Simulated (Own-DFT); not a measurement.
# Response to strain: wurtzite GaN, 72 atoms (Ga36N36)

All numbers below are calculated, not measured. They come from Own-DFT, an in-house plane-wave density functional program, since retired, whose code no person has reviewed. Each row is one single-point run on a periodic cell that was not relaxed, without spin or spin-orbit coupling.

Settings of every run: PBE; PseudoDojo norm-conserving scalar-relativistic files (stringent for Ga); cutoff 96 hartree; 4 x 4 x 3 k mesh centred on Gamma; Gaussian smearing of 0.01 eV.

Known limits: forces not confirmed at this smearing and k mesh; stress not checked against mesh or cutoff.

Unstrained cell vectors in Å: (9.567, 0.000, 0.000); (-4.784, 8.285, 0.000); (0.000, 0.000, 10.370). The unstrained cell has measured lattice constants (interpolated for alloys), not those of this functional. That, the random moves and any unrelaxed bonds set the pressure at no strain. Each run strains this cell uniformly, with the atoms carried along. Every atom was also moved at random, by a Gaussian of width 0.05 Å on each axis. Strain is the symmetric tensor, in per cent. Stress is positive in tension, and the pressure is minus a third of its trace.

```
run,e_xx (%),e_yy (%),e_zz (%),s_xx (GPa),s_yy (GPa),s_zz (GPa),P (GPa),E (meV/atom)
1,0.25,0.25,0.00,-5.42,-7.03,-5.73,6.06,8.0
2,2.25,2.25,0.00,3.68,4.13,-4.79,-1.01,4.8
3,-1.75,-1.75,0.00,-17.18,-17.18,-9.59,14.65,39.6
4,-3.00,-3.00,0.00,-25.70,-26.85,-11.57,21.37,83.8
5,2.75,2.75,0.00,5.74,5.52,-2.99,-2.76,0.6
6,1.25,1.25,0.00,0.27,-1.89,-4.90,2.17,0.0
7,-1.25,-1.25,0.00,-12.58,-16.31,-7.82,12.24,28.3
8,-0.50,-0.50,0.00,-9.93,-8.71,-8.22,8.95,14.6
9,-2.25,-2.25,0.00,?,?,?,?,?
```

E is the free energy for each atom above the lowest run shown.

## Worked fit

The change of volume is close to e_xx + e_yy + e_zz. A straight line through the runs shown gives P = 7.78 - 205 x (fractional change of volume) GPa, with an error of 9 on the slope and a scatter of 0.93 GPa. The strain isn't the same on all axes and the cell isn't cubic, so the slope belongs to this path and is not the bulk modulus.

## Withheld run

Question: what pressure should run 9 give? Its volume changes by -4.45 %.

The line gives 16.9 GPa. The calculation gave 17.33 GPa.
